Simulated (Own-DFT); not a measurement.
# Same atoms, different arrangement: In32P32, 64 atoms

Calculated results; nothing here was measured. They come from Own-DFT, an in-house plane-wave density functional program, since retired, whose code no person has reviewed. Each row is one single-point run on a periodic cell that was not relaxed, without spin or spin-orbit coupling.

Settings of every run: PBE; PseudoDojo norm-conserving scalar-relativistic files; cutoff 36 hartree; 3 x 3 x 3 k mesh centred on Gamma; Fermi-Dirac smearing of 0.1 eV.

Known limits, some of them of some rows only: not probed for a lower state with spin; forces on such cells moved up to 12 meV/angstrom on a denser k mesh; stress not checked against mesh or cutoff.

All cells hold the same atoms in the same cell, with vectors in Å (11.737, 0.000, 0.000); (0.000, 11.737, 0.000); (0.000, 0.000, 11.737). Every atom was moved at random from its ideal site; u is the rms move along one axis. The defect's site can differ from row to row. E is the free energy of the cell above the lowest run. The arrangements:

- A: zincblende InP
- B: zincblende InP, with one In on a P site and one P on an In site, 2.5 Å apart

```
arrangement   u (Å)  E (eV)  P (GPa)
          A  0.0188   0.000     3.20
          A  0.0197   0.023     3.20
          A  0.0217   0.075     3.21
          A  0.0477   1.960     3.60
          A  0.0485   1.614     3.52
          A  0.0569   3.118     3.86
          B  0.0294   4.543     3.64
          B  0.0297   4.691     3.70
          B  0.0301   4.741     3.70
          B  0.0479   6.030     3.97
          B  0.0518   5.901     3.89
          B  0.0522   6.331     3.98
```

Question: once the cost of the random moves is taken out, how do the arrangements rank?

## Worked answer

Fit E = a + b u², with one b for all and one a for each arrangement, and with residuals divided by u², since the noise grows with the moves. Then b = 931 eV/Å², the scatter at u = 0.04 Å is 0.15 eV, and against A:

- B: 4.16 ± 0.06 eV (higher)

These are energies of unrelaxed cells. Relaxing the atoms lowers the strained arrangements most, so the gaps would shrink and small ones could change sign.
